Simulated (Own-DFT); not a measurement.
Simulation results for SiC (2H silicon carbide, atoms displaced), SiC (twinned 3C silicon carbide, atoms displaced), GaP (zincblende, strained, atoms displaced), SiC (4H silicon carbide, atoms displaced)

Computed with Own-DFT development build. A calculation, not a measurement: plane-wave PBE density functional theory by an unreviewed code, no spin, of a simulated periodic cell, stress positive in tension, free energy of the whole cell less one offset for each atom, forces on such cells passed a denser k mesh, this cell's mesh not checked; offsets are fitted by least squares, one for each functional and potential file, so energies compare only between cells with the same atoms and settings and are not formation energies; the far tail of each file's local potential was reset to the Coulomb form; each entry is a single point on an unrelaxed cell, so the pressure reflects the starting lattice, mostly measured values (interpolated for alloys), from which strain is counted, and rises with the displacements; printed positions are rounded, which can move forces by about a meV/angstrom; the program, named Own-DFT, is a retired in-house code; no spin-orbit coupling.

Common to all runs: functional PBE; potential files PseudoDojo norm-conserving, scalar-relativistic, standard set; wave cutoff 42 hartree; occupations Fermi-Dirac; smearing width 0.1 eV.

(1) SiC (2H silicon carbide, atoms displaced)

```cif
# cell vector a (Å): 6.1654 0.0000 0.0000
# cell vector b (Å): -3.0827 5.3394 0.0000
# cell vector c (Å): 0.0000 0.0000 10.0681
data_SiC
_symmetry_space_group_name_H-M 'P 1'
_symmetry_Int_Tables_number 1
_cell_length_a 6.1654
_cell_length_b 6.1654
_cell_length_c 10.0681
_cell_angle_alpha 90.000
_cell_angle_beta 90.000
_cell_angle_gamma 120.000
_cell_volume 331.44
loop_
_atom_site_label
_atom_site_type_symbol
_atom_site_fract_x
_atom_site_fract_y
_atom_site_fract_z
_atom_site_occupancy
Si1 Si 0.98882 0.98153 0.97897 1
Si2 Si 0.19326 0.33245 0.25227 1
C1 C 0.00561 0.98972 0.18576 1
C2 C 0.18207 0.32470 0.43946 1
Si3 Si 0.98763 0.98393 0.52257 1
Si4 Si 0.18005 0.33112 0.74809 1
C3 C 0.96685 0.97661 0.68649 1
C4 C 0.18953 0.33582 0.94459 1
Si5 Si 0.98431 0.47880 0.98940 1
Si6 Si 0.19240 0.81657 0.26139 1
C5 C 0.03599 0.53307 0.18764 1
C6 C 0.16068 0.83283 0.44375 1
Si7 Si 0.99145 0.50026 0.50825 1
Si8 Si 0.16293 0.80485 0.75922 1
C7 C 0.00898 0.54620 0.69297 1
C8 C 0.14892 0.83213 0.92914 1
Si9 Si 0.47610 0.01075 0.01521 1
Si10 Si 0.67438 0.34088 0.25477 1
C9 C 0.53668 0.98238 0.18604 1
C10 C 0.63161 0.29241 0.42862 1
Si11 Si 0.47091 0.96232 0.49510 1
Si12 Si 0.66699 0.34086 0.78002 1
C11 C 0.45448 0.96080 0.68397 1
C12 C 0.67356 0.35633 0.94276 1
Si13 Si 0.50979 0.51240 0.00656 1
Si14 Si 0.67320 0.82264 0.25586 1
C13 C 0.48187 0.48073 0.19147 1
C14 C 0.68137 0.79260 0.42835 1
Si15 Si 0.48095 0.51041 0.49157 1
Si16 Si 0.64411 0.81633 0.73970 1
C15 C 0.52800 0.53937 0.69828 1
C16 C 0.66626 0.84657 0.95183 1
```

Settings of this run: hardware one NVIDIA H100 and k mesh 5 x 5 x 3 centred on Gamma.

It finds free energy of cell above offsets 9.405 eV; pressure 15.15 GPa; stress xx -9.18 GPa; stress yy -17.79 GPa; stress zz -18.49 GPa; stress yz -4.19 GPa; stress xz 0.31 GPa; stress xy -5.03 GPa; wall time 121.4 s.

Force:
| element | x (eV/Å) | y (eV/Å) | z (eV/Å) |
| --- | --- | --- | --- |
| Si | -0.877 | 3.18 | 4.84 |
| Si | -5.857 | -3.793 | 0.231 |
| C | 1.288 | 0.249 | 0.241 |
| C | -4.99 | -1.555 | 0.933 |
| Si | 1.097 | 1.135 | -7.29 |
| Si | -1.002 | 0.681 | 0.508 |
| C | 1.63 | 2.855 | 4.925 |
| C | -2.386 | -1.194 | -2.454 |
| Si | 3.942 | 3.073 | 3.557 |
| Si | -2.543 | 4.781 | -1.086 |
| C | -0.928 | -6.228 | -1.396 |
| C | -0.897 | -2.335 | -0.413 |
| Si | -0.351 | -1.527 | -1.587 |
| Si | -1.622 | 9.246 | 1.377 |
| C | -0.354 | -13.78 | -3.28 |
| C | 3.117 | -1.419 | 2.549 |
| Si | 2.312 | -1.5 | -2.205 |
| Si | 1.734 | -0.772 | -1.965 |
| C | -4.814 | 2.837 | 1.723 |
| C | 1.295 | 1.907 | 3.711 |
| Si | 2.138 | 2.566 | 1.08 |
| Si | -0.31 | -0.224 | -9.659 |
| C | 3.345 | 3.924 | 0.177 |
| C | -1.254 | -2.852 | 4.838 |
| Si | -1.278 | 1.188 | 0.787 |
| Si | 3.525 | -0.406 | -2.799 |
| C | 5.384 | 2.894 | -1.677 |
| C | -1.925 | 5.036 | 2.102 |
| Si | 4.732 | -3.824 | 3.654 |
| Si | -1.669 | 9.928 | 5.508 |
| C | 0.016 | -13.31 | -3.945 |
| C | -2.498 | -0.759 | -2.985 |

(2) SiC (twinned 3C silicon carbide, atoms displaced)

```cif
# cell vector a (Å): 4.3596 -4.3596 0.0000
# cell vector b (Å): 0.0000 4.3596 -4.3596
# cell vector c (Å): 8.7192 8.7192 8.7192
data_SiC
_symmetry_space_group_name_H-M 'P 1'
_symmetry_Int_Tables_number 1
_cell_length_a 6.1654
_cell_length_b 6.1654
_cell_length_c 15.1021
_cell_angle_alpha 90.000
_cell_angle_beta 90.000
_cell_angle_gamma 120.000
_cell_volume 497.15
loop_
_atom_site_label
_atom_site_type_symbol
_atom_site_fract_x
_atom_site_fract_y
_atom_site_fract_z
_atom_site_occupancy
Si1 Si 0.98499 0.99147 0.43762 1
C1 C 0.01304 0.00006 0.05479 1
Si2 Si 0.15364 0.31588 0.10885 1
C2 C 0.16235 0.33035 0.23219 1
Si3 Si 0.31267 0.17660 0.26391 1
C3 C 0.34073 0.16576 0.39715 1
Si4 Si 0.98572 0.50097 0.43035 1
C4 C 0.00941 0.46708 0.06309 1
Si5 Si 0.19061 0.84502 0.09560 1
C5 C 0.16421 0.86017 0.23678 1
Si6 Si 0.34303 0.68152 0.26967 1
C6 C 0.32183 0.70152 0.39249 1
Si7 Si 0.49421 0.01297 0.44055 1
C7 C 0.51664 0.00795 0.05852 1
Si8 Si 0.68164 0.32483 0.11311 1
C8 C 0.68642 0.35664 0.22575 1
Si9 Si 0.80014 0.16229 0.27383 1
C9 C 0.82759 0.15782 0.40753 1
Si10 Si 0.51058 0.52247 0.43289 1
C10 C 0.49431 0.48218 0.05763 1
Si11 Si 0.68333 0.83121 0.11181 1
C11 C 0.67661 0.88707 0.22960 1
Si12 Si 0.79920 0.65513 0.27336 1
C12 C 0.84038 0.69425 0.39751 1
Si13 Si 0.99801 0.01343 0.94197 1
C13 C 0.01611 0.00119 0.56258 1
Si14 Si 0.85306 0.67359 0.58739 1
C14 C 0.84138 0.68061 0.72594 1
Si15 Si 0.65908 0.81674 0.77680 1
C15 C 0.67857 0.83820 0.90310 1
Si16 Si 0.98378 0.50714 0.94413 1
C16 C 0.98943 0.50256 0.56671 1
Si17 Si 0.84754 0.17671 0.60788 1
C17 C 0.81738 0.14640 0.72079 1
Si18 Si 0.66811 0.31558 0.78011 1
C18 C 0.68596 0.37013 0.89983 1
Si19 Si 0.49943 0.99132 0.94249 1
C19 C 0.51080 0.99872 0.56035 1
Si20 Si 0.32648 0.68492 0.60544 1
C20 C 0.32686 0.64217 0.73103 1
Si21 Si 0.15491 0.85108 0.77886 1
C21 C 0.18270 0.83191 0.88953 1
Si22 Si 0.47637 0.45740 0.93447 1
C22 C 0.48778 0.49529 0.56530 1
Si23 Si 0.31531 0.17109 0.61319 1
C23 C 0.30423 0.14354 0.72566 1
Si24 Si 0.18922 0.33732 0.77275 1
C24 C 0.17642 0.34157 0.89678 1
```

Settings of this run: hardware one NVIDIA H100 and k mesh 5 x 5 x 2 centred on Gamma.

Results for SiC (twinned 3C silicon carbide, atoms displaced): free energy of cell above offsets 6.537 eV; pressure 10.07 GPa; stress xx -10.89 GPa; stress yy -9.8 GPa; stress zz -9.53 GPa; stress yz 1.57 GPa; stress xz -2.61 GPa; stress xy -2.59 GPa; wall time 192.8 s.

Force:
| element | x (eV/Å) | y (eV/Å) | z (eV/Å) |
| --- | --- | --- | --- |
| Si | 5.17 | 1.02 | -2.908 |
| C | 2.298 | 2.699 | 3.755 |
| Si | 2.393 | -3.041 | -0.583 |
| C | -1.829 | 3.075 | -2.754 |
| Si | 5.069 | -0.681 | 2.775 |
| C | -2.16 | 1.881 | -3.57 |
| Si | 2.727 | 0.423 | 1.061 |
| C | -1.052 | 4.212 | -2.959 |
| Si | 0.002 | 1.644 | 2.71 |
| C | -3.256 | -3.971 | 1.293 |
| Si | -1.719 | 2.263 | -0.137 |
| C | 0.253 | -3.024 | 2.367 |
| Si | 0.901 | -0.163 | 0.917 |
| C | 2.235 | 1.121 | 2.626 |
| Si | -3.899 | -1.729 | -4.053 |
| C | -0.625 | 2.749 | 3.1 |
| Si | 6.966 | 3.04 | -2.834 |
| C | -2.61 | -0.329 | -3.508 |
| Si | -1.52 | 2.38 | 3.264 |
| C | 2.875 | 1.788 | 1.77 |
| Si | -3.382 | -2.076 | -1.938 |
| C | -3.957 | -5.426 | 6.392 |
| Si | 3.45 | 0.329 | -3.835 |
| C | -3.48 | -2.854 | 2.547 |
| Si | -1.76 | -3.415 | -1.85 |
| C | -2.216 | 1.069 | -1.288 |
| Si | -0.776 | 7.118 | 3.144 |
| C | -0.391 | -0.361 | 2.296 |
| Si | -0.728 | -0.919 | -1.782 |
| C | -2.182 | -0.175 | 0.176 |
| Si | 2.738 | -3.488 | -1.465 |
| C | 0.515 | -5.031 | -0.613 |
| Si | -3.373 | -1.567 | -0.486 |
| C | 4.034 | 3.439 | 2.867 |
| Si | -1.759 | -1.7 | -4.073 |
| C | -2.601 | -3.243 | 3.307 |
| Si | -0.705 | -2.103 | -2.22 |
| C | 0.647 | 2.498 | -0.108 |
| Si | 1.178 | -1.905 | 1.611 |
| C | 0.583 | 2.059 | -2.962 |
| Si | -3.647 | -5.115 | 0.522 |
| C | 2.948 | 4.774 | 2.993 |
| Si | 3.722 | 3.963 | -2.94 |
| C | 0.168 | -0.362 | -1.969 |
| Si | 0.108 | -5 | -3.259 |
| C | 5.161 | 1.692 | 0.526 |
| Si | -3.142 | 1.438 | 1.169 |
| C | -3.375 | 1.003 | 0.903 |

(3) GaP (zincblende, strained, atoms displaced)

```cif
# cell vector a (Å): 10.8620 0.0000 0.0000
# cell vector b (Å): 0.0000 10.8620 0.0000
# cell vector c (Å): 0.0000 0.0000 10.9439
data_GaP
_symmetry_space_group_name_H-M 'P 1'
_symmetry_Int_Tables_number 1
_cell_length_a 10.8620
_cell_length_b 10.8620
_cell_length_c 10.9439
_cell_angle_alpha 90.000
_cell_angle_beta 90.000
_cell_angle_gamma 90.000
_cell_volume 1291.19
loop_
_atom_site_label
_atom_site_type_symbol
_atom_site_fract_x
_atom_site_fract_y
_atom_site_fract_z
_atom_site_occupancy
Ga1 Ga 0.99928 0.00120 0.99731 1
Ga2 Ga 0.00113 0.25011 0.25680 1
Ga3 Ga 0.25217 0.00048 0.25211 1
Ga4 Ga 0.25322 0.24979 0.99542 1
P1 P 0.12291 0.12166 0.12624 1
P2 P 0.12983 0.37769 0.37728 1
P3 P 0.37155 0.12632 0.37385 1
P4 P 0.37748 0.37542 0.12719 1
Ga5 Ga 0.99925 0.00064 0.50025 1
Ga6 Ga 0.00372 0.24652 0.74930 1
Ga7 Ga 0.25078 0.99480 0.74734 1
Ga8 Ga 0.24801 0.25078 0.49907 1
P5 P 0.12624 0.12970 0.62586 1
P6 P 0.12774 0.36978 0.87456 1
P7 P 0.37775 0.12726 0.87529 1
P8 P 0.37022 0.37210 0.62762 1
Ga9 Ga 0.00224 0.50300 0.99806 1
Ga10 Ga 0.99719 0.75118 0.25050 1
Ga11 Ga 0.24724 0.49864 0.24856 1
Ga12 Ga 0.25246 0.74887 0.00134 1
P9 P 0.12651 0.62979 0.12537 1
P10 P 0.12621 0.87592 0.37468 1
P11 P 0.37166 0.61715 0.37317 1
P12 P 0.37918 0.87566 0.12906 1
Ga13 Ga 0.00002 0.50375 0.49940 1
Ga14 Ga 0.99969 0.74852 0.75192 1
Ga15 Ga 0.24669 0.50252 0.75327 1
Ga16 Ga 0.25153 0.74541 0.49763 1
P13 P 0.12135 0.62742 0.62414 1
P14 P 0.12089 0.87241 0.87642 1
P15 P 0.37235 0.62761 0.88010 1
P16 P 0.37475 0.87589 0.62541 1
Ga17 Ga 0.50134 0.99812 0.99786 1
Ga18 Ga 0.50071 0.25320 0.24754 1
Ga19 Ga 0.74913 0.00143 0.24762 1
Ga20 Ga 0.75171 0.24709 0.99558 1
P17 P 0.61921 0.12392 0.12899 1
P18 P 0.62233 0.37519 0.37346 1
P19 P 0.87165 0.12485 0.37096 1
P20 P 0.87613 0.37360 0.13069 1
Ga21 Ga 0.50015 0.99792 0.50064 1
Ga22 Ga 0.50179 0.24804 0.75045 1
Ga23 Ga 0.74554 0.00044 0.74902 1
Ga24 Ga 0.74806 0.24783 0.50275 1
P21 P 0.62388 0.12068 0.62587 1
P22 P 0.62506 0.37316 0.87333 1
P23 P 0.87670 0.12744 0.87318 1
P24 P 0.87322 0.37680 0.62710 1
Ga25 Ga 0.50150 0.50201 0.99676 1
Ga26 Ga 0.49988 0.74645 0.25118 1
Ga27 Ga 0.74857 0.50066 0.24649 1
Ga28 Ga 0.74959 0.75037 0.00189 1
P25 P 0.62435 0.62465 0.12428 1
P26 P 0.62287 0.87109 0.37708 1
P27 P 0.87490 0.62251 0.37129 1
P28 P 0.87491 0.88026 0.12234 1
Ga29 Ga 0.50260 0.50041 0.50383 1
Ga30 Ga 0.49746 0.74762 0.74900 1
Ga31 Ga 0.74310 0.49667 0.74973 1
Ga32 Ga 0.75415 0.74697 0.49831 1
P29 P 0.62998 0.62500 0.62448 1
P30 P 0.62089 0.87395 0.87465 1
P31 P 0.87495 0.62068 0.87248 1
P32 P 0.87229 0.88065 0.62145 1
```

Here we set hardware one NVIDIA H100 and k mesh 3 x 3 x 3 centred on Gamma.

It finds free energy of cell above offsets -35.258 eV; pressure 3.06 GPa; stress xx -3.25 GPa; stress yy -3.24 GPa; stress zz -2.7 GPa; stress yz -0.19 GPa; stress xz 0.19 GPa; stress xy 0.22 GPa; wall time 514.1 s.

Force:
| element | x (eV/Å) | y (eV/Å) | z (eV/Å) |
| --- | --- | --- | --- |
| Ga | 0.078 | 0.132 | 0.128 |
| Ga | 0.21 | 0.038 | -0.387 |
| Ga | -0.265 | -0.133 | -0.353 |
| Ga | -0.12 | -0.183 | 0.969 |
| P | 0.389 | 0.525 | -0.162 |
| P | -0.785 | -0.113 | -0.041 |
| P | 0.663 | 0.1 | 0.307 |
| P | -0.391 | 0.225 | -0.728 |
| Ga | 0.196 | 0.374 | -0.258 |
| Ga | -0.471 | 0.67 | -0.027 |
| Ga | -0.325 | 0.625 | 0.574 |
| Ga | 0.336 | -0.065 | 0.093 |
| P | 0.031 | -0.945 | -0.329 |
| P | -0.443 | 0.681 | 0.122 |
| P | -0.213 | -0.814 | -0.245 |
| P | 0.594 | 0.495 | 0.035 |
| Ga | 0 | -0.579 | 0.395 |
| Ga | 0.186 | 0.326 | -0.148 |
| Ga | 0.098 | 0.004 | -0.373 |
| Ga | -0.206 | 0.844 | 0.417 |
| P | -0.295 | -0.427 | 0.032 |
| P | -0.142 | -0.22 | 0.193 |
| P | 0.57 | 0.508 | 0.302 |
| P | -0.348 | -0.111 | -0.418 |
| Ga | -0.153 | -0.493 | 0.061 |
| Ga | -0.53 | 0.348 | -0.414 |
| Ga | 0.093 | -0.148 | -0.255 |
| Ga | -0.092 | 0.353 | 0.04 |
| P | 0.43 | -0.097 | 0.198 |
| P | 0.643 | 0.171 | -0.086 |
| P | 0.325 | -0.423 | -0.802 |
| P | 0.033 | -0.637 | -0.393 |
| Ga | -0.317 | 0.253 | 0.377 |
| Ga | -0.314 | -0.286 | 0.527 |
| Ga | -0.355 | -0.337 | 0.223 |
| Ga | -0.182 | 0.243 | 0.957 |
| P | 0.646 | 0.112 | -0.85 |
| P | 0.41 | 0.049 | 0.383 |
| P | 0.197 | -0.027 | 0.761 |
| P | 0.109 | 0.079 | -0.852 |
| Ga | -0.269 | 0.214 | -0.33 |
| Ga | -0.269 | 0.136 | -0.316 |
| Ga | 0.409 | -0.196 | 0.388 |
| Ga | 0.102 | 0.231 | -0.311 |
| P | -0.195 | 0.517 | -0.217 |
| P | -0.212 | -0.028 | 0.346 |
| P | -0.23 | -0.564 | -0.244 |
| P | 0.315 | -0.306 | -0.25 |
| Ga | -0.137 | -0.359 | 0.325 |
| Ga | -0.177 | -0.06 | 0.174 |
| Ga | -0.076 | -0.326 | 0.233 |
| Ga | 0.19 | -0.011 | -0.329 |
| P | 0.046 | 0.091 | -0.08 |
| P | 0.401 | 0.148 | -0.247 |
| P | -0.039 | 0.152 | 0.089 |
| P | -0.129 | -0.522 | 0.178 |
| Ga | -0.469 | -0.364 | -0.114 |
| Ga | 0.122 | 0.032 | -0.013 |
| Ga | 0.686 | 0.156 | 0.057 |
| Ga | -0.07 | 0.366 | -0.045 |
| P | -0.587 | 0.213 | 0.107 |
| P | 0.533 | -0.232 | -0.132 |
| P | -0.46 | 0.33 | 0.168 |
| P | 0.224 | -0.737 | 0.588 |

(4) SiC (4H silicon carbide, atoms displaced)

```cif
# cell vector a (Å): 12.3308 0.0000 0.0000
# cell vector b (Å): -6.1654 10.6788 0.0000
# cell vector c (Å): 0.0000 0.0000 10.0681
data_SiC
_symmetry_space_group_name_H-M 'P 1'
_symmetry_Int_Tables_number 1
_cell_length_a 12.3308
_cell_length_b 12.3308
_cell_length_c 10.0681
_cell_angle_alpha 90.000
_cell_angle_beta 90.000
_cell_angle_gamma 120.000
_cell_volume 1325.75
loop_
_atom_site_label
_atom_site_type_symbol
_atom_site_fract_x
_atom_site_fract_y
_atom_site_fract_z
_atom_site_occupancy
Si1 Si 0.00178 0.00479 0.40532 1
Si2 Si 0.08367 0.16778 0.15902 1
C1 C 0.00140 0.99970 0.09690 1
C2 C 0.08270 0.16083 0.34286 1
Si3 Si 0.99736 0.24669 0.40532 1
Si4 Si 0.08306 0.41022 0.15566 1
C3 C 0.00266 0.25050 0.09668 1
C4 C 0.08462 0.41189 0.34278 1
Si5 Si 0.99741 0.50105 0.40580 1
Si6 Si 0.08249 0.66451 0.15086 1
C5 C 0.00393 0.50281 0.08694 1
C6 C 0.08565 0.66610 0.33895 1
Si7 Si 0.00235 0.75219 0.40091 1
Si8 Si 0.07882 0.91700 0.15773 1
C7 C 0.99784 0.74706 0.09267 1
C8 C 0.07914 0.91034 0.34345 1
Si9 Si 0.24805 0.00199 0.40444 1
Si10 Si 0.33380 0.16501 0.15564 1
C9 C 0.24535 0.00364 0.09578 1
C10 C 0.33541 0.17024 0.34166 1
Si11 Si 0.24669 0.24836 0.39995 1
Si12 Si 0.33272 0.41553 0.15774 1
C11 C 0.25033 0.24972 0.08893 1
C12 C 0.33381 0.41533 0.34744 1
Si13 Si 0.24758 0.50629 0.40859 1
Si14 Si 0.32861 0.66489 0.15589 1
C13 C 0.25162 0.50035 0.09172 1
C14 C 0.33336 0.66712 0.34815 1
Si15 Si 0.25086 0.74562 0.40560 1
Si16 Si 0.33223 0.91710 0.15327 1
C15 C 0.24292 0.74803 0.09007 1
C16 C 0.33202 0.91806 0.34381 1
Si17 Si 0.49474 0.99840 0.40410 1
Si18 Si 0.58118 0.16369 0.16126 1
C17 C 0.50029 0.00079 0.09170 1
C18 C 0.57838 0.16348 0.33928 1
Si19 Si 0.50732 0.25544 0.40796 1
Si20 Si 0.58920 0.42114 0.15433 1
C19 C 0.50358 0.25398 0.09164 1
C20 C 0.58181 0.41683 0.34255 1
Si21 Si 0.50105 0.50007 0.40453 1
Si22 Si 0.58050 0.66624 0.15737 1
C21 C 0.49627 0.49132 0.09564 1
C22 C 0.58697 0.67140 0.34472 1
Si23 Si 0.50801 0.76007 0.40258 1
Si24 Si 0.58132 0.91786 0.15696 1
C23 C 0.50103 0.75414 0.09537 1
C24 C 0.57861 0.90959 0.34438 1
Si25 Si 0.75058 0.99924 0.40322 1
Si26 Si 0.83146 0.16473 0.15739 1
C25 C 0.74749 0.00120 0.09457 1
C26 C 0.83050 0.16433 0.34263 1
Si27 Si 0.74913 0.24872 0.40873 1
Si28 Si 0.83476 0.41497 0.15221 1
C27 C 0.75547 0.25068 0.09701 1
C28 C 0.83508 0.41424 0.34601 1
Si29 Si 0.75081 0.50075 0.39808 1
Si30 Si 0.83302 0.66742 0.15746 1
C29 C 0.75069 0.50243 0.09713 1
C30 C 0.82904 0.66719 0.34373 1
Si31 Si 0.74738 0.75137 0.40231 1
Si32 Si 0.83317 0.91720 0.15315 1
C31 C 0.74354 0.74628 0.09135 1
C32 C 0.83229 0.91464 0.34191 1
Si33 Si 0.00104 0.00171 0.90774 1
Si34 Si 0.91591 0.83740 0.65396 1
C33 C 0.99983 0.99782 0.59565 1
C34 C 0.91719 0.83293 0.84355 1
Si35 Si 0.99717 0.75084 0.90752 1
Si36 Si 0.92125 0.58729 0.65610 1
C35 C 0.00352 0.74963 0.59293 1
C36 C 0.91330 0.58035 0.83871 1
Si37 Si 0.99909 0.49921 0.90457 1
Si38 Si 0.91427 0.33405 0.65516 1
C37 C 0.00013 0.50023 0.59502 1
C38 C 0.91043 0.33198 0.84389 1
Si39 Si 0.99620 0.24958 0.90754 1
Si40 Si 0.92133 0.08691 0.65925 1
C39 C 0.00340 0.25109 0.59161 1
C40 C 0.91233 0.08165 0.84183 1
Si41 Si 0.74770 0.99618 0.90355 1
Si42 Si 0.66508 0.83109 0.65807 1
C41 C 0.75460 0.00149 0.59299 1
C42 C 0.66380 0.83348 0.84645 1
Si43 Si 0.75114 0.75282 0.90638 1
Si44 Si 0.66586 0.58254 0.65843 1
C43 C 0.75559 0.75496 0.59428 1
C44 C 0.66458 0.58581 0.84340 1
Si45 Si 0.75290 0.49712 0.90069 1
Si46 Si 0.66686 0.33396 0.65896 1
C45 C 0.75506 0.50740 0.59838 1
C46 C 0.66887 0.33421 0.84547 1
Si47 Si 0.75005 0.25201 0.90487 1
Si48 Si 0.66790 0.08050 0.64941 1
C47 C 0.74855 0.24781 0.59346 1
C48 C 0.66370 0.07802 0.84471 1
Si49 Si 0.49974 0.00477 0.90746 1
Si50 Si 0.41700 0.83649 0.65696 1
C49 C 0.49971 0.00071 0.59290 1
C50 C 0.41566 0.82889 0.84343 1
Si51 Si 0.49895 0.74824 0.90630 1
Si52 Si 0.41663 0.58363 0.65303 1
C51 C 0.50847 0.75583 0.59159 1
C52 C 0.41586 0.58332 0.84081 1
Si53 Si 0.50068 0.49737 0.90319 1
Si54 Si 0.41897 0.33628 0.65624 1
C53 C 0.49518 0.49715 0.59363 1
C54 C 0.41599 0.33542 0.84634 1
Si55 Si 0.50465 0.25309 0.90318 1
Si56 Si 0.41531 0.08162 0.65880 1
C55 C 0.50175 0.25066 0.59043 1
C56 C 0.41569 0.07964 0.84099 1
Si57 Si 0.24699 0.99662 0.90576 1
Si58 Si 0.16069 0.83150 0.65134 1
C57 C 0.25122 0.00360 0.59561 1
C58 C 0.16691 0.83596 0.84640 1
Si59 Si 0.25089 0.74943 0.90600 1
Si60 Si 0.16118 0.58171 0.65301 1
C59 C 0.25275 0.74953 0.59469 1
C60 C 0.16749 0.58514 0.84329 1
Si61 Si 0.25069 0.50243 0.90639 1
Si62 Si 0.17018 0.33452 0.65594 1
C61 C 0.25131 0.50577 0.59648 1
C62 C 0.16499 0.33258 0.84756 1
Si63 Si 0.24739 0.24775 0.90390 1
Si64 Si 0.16370 0.08123 0.65541 1
C63 C 0.25067 0.25032 0.59002 1
C64 C 0.16553 0.07751 0.84360 1
```

It was run with hardware one NVIDIA H200 and k mesh 3 x 3 x 3 centred on Gamma.

Results for SiC (4H silicon carbide, atoms displaced): free energy of cell above offsets -18.759 eV; pressure 3.8 GPa; stress xx -3.14 GPa; stress yy -4.19 GPa; stress zz -4.06 GPa; stress yz 0.39 GPa; stress xz -0.24 GPa; stress xy -0.58 GPa; wall time 512.5 s.

Force:
| element | x (eV/Å) | y (eV/Å) | z (eV/Å) |
| --- | --- | --- | --- |
| Si | 0.019 | -2.746 | 0.529 |
| Si | 0.861 | -0.38 | -1.117 |
| C | -1.306 | 0.45 | -0.815 |
| C | -0.97 | 1.678 | -0.03 |
| Si | 0.413 | 0.163 | 0.093 |
| Si | -0.353 | 2.089 | -0.064 |
| C | -0.874 | -1.262 | -0.638 |
| C | -1.243 | 0.727 | 0.274 |
| Si | 1.353 | -0.345 | -0.189 |
| Si | -0.573 | 0.179 | 0.566 |
| C | -0.219 | -1.462 | 1.203 |
| C | -0.554 | -0.231 | 0.457 |
| Si | -0.327 | -1.802 | 0.964 |
| Si | 1.274 | -0.8 | -0.233 |
| C | -0.372 | 0.675 | 0.358 |
| C | -0.249 | 2.344 | 0.059 |
| Si | 0.517 | 0.037 | 0.272 |
| Si | -0.192 | 1.479 | -0.296 |
| C | 1.258 | -1.255 | -0.633 |
| C | 0.197 | -0.433 | 0.475 |
| Si | 1.13 | 0.604 | 1.18 |
| Si | 0.118 | -0.288 | -0.12 |
| C | -0.322 | -0.266 | 1.155 |
| C | -1.058 | 0.808 | -0.613 |
| Si | 1.714 | -1.763 | 0.083 |
| Si | 0.474 | 0.603 | 0.15 |
| C | -0.254 | -0.221 | 0.562 |
| C | 0.841 | 0.518 | -1.249 |
| Si | -1.041 | 1.519 | 0.364 |
| Si | -0.7 | -0.075 | 0.37 |
| C | 1.613 | 0.782 | 0.53 |
| C | -0.159 | -0.874 | -0.326 |
| Si | 0.654 | -0.099 | 0.48 |
| Si | 0.13 | 1.204 | -2.203 |
| C | -0.529 | -0.092 | 0.605 |
| C | 1.027 | 0.581 | 2.036 |
| Si | -1.437 | -1.175 | -0.898 |
| Si | -0.98 | -1.344 | 0.313 |
| C | 0.354 | -0.895 | 0.139 |
| C | 1.006 | 0.466 | -0.007 |
| Si | -0.591 | 0.294 | 0.363 |
| Si | -0.012 | -0.622 | -0.445 |
| C | -0.212 | 2.105 | -0.587 |
| C | -0.975 | -1.182 | -0.288 |
| Si | -0.494 | -4.269 | 1.765 |
| Si | 0.396 | -0.206 | -0.246 |
| C | -0.537 | -1.192 | -0.241 |
| C | -0.251 | 4.491 | -1.105 |
| Si | -0.175 | -0.456 | 0.579 |
| Si | 0.664 | 0.334 | -0.299 |
| C | 0.681 | -0.344 | -0.409 |
| C | 0.184 | 0.198 | 0.489 |
| Si | -0.29 | -0.288 | -0.809 |
| Si | 0.07 | 0.824 | 0.727 |
| C | -1.504 | -0.443 | -0.896 |
| C | -0.914 | 0.191 | -0.779 |
| Si | -0.15 | -0.022 | 1.813 |
| Si | -0.407 | 0.156 | -0.462 |
| C | 1.219 | -0.346 | -1.317 |
| C | 1.206 | 0.239 | -0.132 |
| Si | 1.124 | 0.164 | 1.319 |
| Si | -0.478 | -0.473 | 0.301 |
| C | 1.009 | 0.883 | 0.393 |
| C | 0.167 | 0.992 | -0.1 |
| Si | -0.097 | -0.482 | -0.198 |
| Si | 1.31 | -1.296 | 0.623 |
| C | -0.398 | 1.274 | -0.893 |
| C | -0.692 | 0.611 | 0.071 |
| Si | 0.917 | -0.511 | -0.537 |
| Si | -0.692 | -0.489 | -0.386 |
| C | -1.807 | 0.175 | -0.962 |
| C | 1.015 | 1.039 | 1.136 |
| Si | 0.21 | 0.46 | -0.639 |
| Si | 0.841 | -0.499 | 0.007 |
| C | -0.687 | -0.299 | -0.809 |
| C | 1.384 | 0.437 | -0.271 |
| Si | 0.399 | -0.059 | -0.243 |
| Si | -0.517 | -0.529 | -1.066 |
| C | -0.599 | 0.181 | 0.477 |
| C | 0.909 | 0.407 | 1.189 |
| Si | -0.676 | 0.711 | 0.725 |
| Si | 1.109 | 1.184 | -0.073 |
| C | -0.135 | -0.356 | -0.261 |
| C | 0.783 | -0.522 | -0.448 |
| Si | -0.335 | -0.64 | -0.286 |
| Si | -0.22 | 0.887 | -0.678 |
| C | -1.294 | -1.275 | -0.504 |
| C | 1.199 | -0.586 | 0.379 |
| Si | -1.715 | 1.417 | 1.218 |
| Si | 0.23 | 0.542 | -1.001 |
| C | -0.057 | -1.594 | -1.373 |
| C | -0.31 | -0.455 | -0.504 |
| Si | 0.122 | -1.844 | 0.822 |
| Si | -0.43 | 0.03 | 1.45 |
| C | -0.178 | 0.431 | 0.1 |
| C | -0.099 | 1.401 | -0.653 |
| Si | 1.09 | -1.77 | -0.7 |
| Si | 0.9 | -0.809 | -0.089 |
| C | -0.016 | 0.062 | -0.404 |
| C | -0.443 | 1.328 | 0.466 |
| Si | -0.198 | 0.005 | 0.16 |
| Si | -0.113 | 1.02 | 0.267 |
| C | -1.709 | -1.03 | -0.172 |
| C | 0.473 | -0.249 | 0.57 |
| Si | -0.995 | 1.029 | 1.039 |
| Si | -0.361 | -1.219 | -0.182 |
| C | 1.079 | 1.07 | -0.47 |
| C | 0.663 | -1.177 | -1.055 |
| Si | -1.162 | -0.908 | 0.708 |
| Si | 0.17 | 0.518 | -1.157 |
| C | -0.02 | 0.102 | 1.399 |
| C | -0.784 | 1.277 | 1.052 |
| Si | 0.354 | 0.786 | 0.504 |
| Si | 2.327 | 1.217 | 1.262 |
| C | -0.192 | -0.917 | -0.846 |
| C | -0.038 | -1.481 | -0.777 |
| Si | -0.635 | 0.255 | -0.727 |
| Si | 1.546 | 0.992 | 1.228 |
| C | -1.286 | 0.071 | -0.517 |
| C | -0.538 | -0.733 | -0.225 |
| Si | 0.143 | -0.407 | -0.518 |
| Si | -0.403 | 0.361 | 0.026 |
| C | -0.142 | -1.045 | -0.584 |
| C | -0.274 | 0.045 | -0.764 |
| Si | 0.254 | -0.072 | 0.211 |
| Si | 0.676 | 0.81 | 0.184 |
| C | -0.027 | -0.328 | 0.463 |
| C | -0.796 | 1.321 | -0.182 |
